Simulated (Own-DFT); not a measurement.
# Response to strain: beta-Si3N4, 112 atoms (N64Si48)

Calculated results; nothing here was measured. They come from Own-DFT, an in-house plane-wave density functional program, since retired, whose code no person has reviewed. Each row is one single-point run on a periodic cell that was not relaxed, without spin or spin-orbit coupling.

Settings of every run: PBE; PseudoDojo norm-conserving scalar-relativistic files; cutoff 42 hartree; 2 x 2 x 4 k mesh centred on Gamma; Fermi-Dirac smearing of 0.1 eV.

Known limits: forces on such cells moved up to 12 meV/angstrom on a denser k mesh; stress not checked against mesh or cutoff.

Unstrained cell vectors in Å: (15.212, 0.000, 0.000); (-7.606, 13.174, 0.000); (0.000, 0.000, 5.818). The unstrained cell has measured lattice constants (interpolated for alloys), not those of this functional. That, the random moves and any unrelaxed bonds set the pressure at no strain. Each run strains this cell uniformly, with the atoms carried along. Every atom was also moved at random, by a Gaussian of width 0.05 Å on each axis. Strain is the symmetric tensor, in per cent. Stress is positive in tension, and the pressure is minus a third of its trace.

| run | e_xx (%) | e_yy (%) | e_zz (%) | e_yz (%) | e_xz (%) | e_xy (%) | s_xx (GPa) | s_yy (GPa) | s_zz (GPa) | s_yz (GPa) | s_xz (GPa) | s_xy (GPa) | P (GPa) | E (meV/atom) |
|---|---|---|---|---|---|---|---|---|---|---|---|---|---|---|
| 1 | -0.65 | -1.52 | 0.05 | -1.69 | 0.08 | 1.53 | -12.14 | -18.49 | -12.39 | -7.15 | 1.11 | 7.39 | 14.34 | 49.6 |
| 2 | 1.29 | -1.43 | 1.43 | -0.36 | -1.15 | 0.60 | 0.61 | -13.25 | -1.49 | -0.38 | -3.33 | 0.50 | 4.71 | 4.4 |
| 3 | -1.45 | -0.84 | 1.06 | -1.57 | -1.49 | -1.62 | -15.50 | -16.45 | -3.51 | -5.26 | -3.90 | -8.60 | 11.82 | 43.4 |
| 4 | 0.58 | 1.56 | 1.92 | 0.84 | 1.53 | -0.18 | -0.91 | 2.05 | 3.03 | 2.83 | 4.66 | -1.82 | -1.39 | 22.5 |
| 5 | -1.04 | -1.73 | 0.35 | -0.97 | 0.59 | 0.82 | -17.83 | -16.28 | -10.48 | -3.41 | 1.70 | 4.22 | 14.86 | 31.7 |
| 6 | 0.79 | -0.62 | -0.50 | -0.94 | 0.77 | -0.06 | -3.36 | -10.52 | -13.26 | -2.47 | 1.77 | -0.74 | 9.05 | 25.8 |
| 7 | -1.46 | -0.85 | 1.51 | -0.51 | 0.76 | -0.89 | -12.48 | -16.39 | -0.71 | -1.91 | 2.42 | -1.56 | 9.86 | 21.8 |
| 8 | -0.29 | -1.52 | 0.63 | 1.59 | 0.76 | -0.87 | -10.32 | -15.89 | -8.52 | 4.42 | 2.45 | -1.18 | 11.58 | 41.5 |
| 9 | -0.49 | -1.97 | -0.82 | 1.55 | -1.82 | 1.47 | -18.14 | -18.49 | -18.87 | 4.85 | -9.36 | 6.36 | 18.50 | 73.2 |
| 10 | -1.68 | 1.29 | -0.85 | -1.06 | -0.07 | -0.73 | -15.34 | -3.05 | -15.28 | -3.13 | -0.86 | -3.64 | 11.23 | 19.1 |
| 11 | 1.15 | 0.74 | 1.15 | 0.92 | -0.67 | 1.62 | -0.83 | -0.88 | -0.22 | 3.74 | -2.70 | 6.29 | 0.64 | 0.0 |
| 12 | -1.43 | -1.49 | 0.65 | 0.55 | 0.07 | 0.42 | -18.98 | -15.87 | -8.60 | 2.23 | 1.71 | 0.58 | 14.48 | 39.0 |
| 13 | -0.55 | -1.02 | -0.32 | -1.89 | 2.00 | 0.55 | -12.85 | -13.21 | -15.42 | -6.45 | 6.49 | 3.97 | 13.83 | 51.6 |
| 14 | 1.38 | 1.75 | 1.74 | 1.96 | -0.18 | 1.58 | 2.43 | 5.06 | 3.41 | 5.28 | -0.17 | 4.41 | -3.64 | 17.5 |
| 15 | 0.99 | -0.15 | -0.25 | 0.14 | -1.31 | -0.33 | ? | ? | ? | ? | ? | ? | ? | ? |

E is the free energy for each atom above the lowest run shown.

## Worked fit

Each stress component was fitted by least squares to a constant and the strains of the runs shown, as fractions, with shears doubled. Shear strains stay in the fit of a normal stress only where such slopes are resolved. The slopes, in GPa:

| stress | at no strain | per e_xx | per e_yy | per e_zz | scatter |
|---|---|---|---|---|---|
| s_xx | -8.3 | 527 ± 59 | 138 ± 50 | 150 ± 69 | 2.12 |
| s_yy | -7.3 | 181 ± 42 | 543 ± 35 | -19 ± 49 | 1.50 |
| s_zz | -10.6 | 34 ± 28 | 106 ± 24 | 690 ± 33 | 1.00 |

Each shear stress against twice its own strain: yz 161 ± 11, xz 169 ± 14, xy 211 ± 21 GPa. These are stiffnesses along x, y and z of the frame in which the cell vectors are given, which need not be the crystal's axes. The atoms are held to the strained lattice; where symmetry lets them move under strain, relaxing them would lower some slopes. The table should be nearly symmetric about its diagonal, and what it lacks of that shows the noise. A ninth of its sum, 261 ± 6 GPa, estimates the bulk modulus near the mean pressure of these runs, 9.3 GPa, so it lies above the value at zero pressure.

## Withheld run

Question: what normal stresses and pressure should run 15 give?

The fit gives s_xx = -3.7, s_yy = -6.2, s_zz = -12.1 and P = 7.3 GPa. The calculation gave -0.54, -7.35, -13.65 and P = 7.18 GPa.
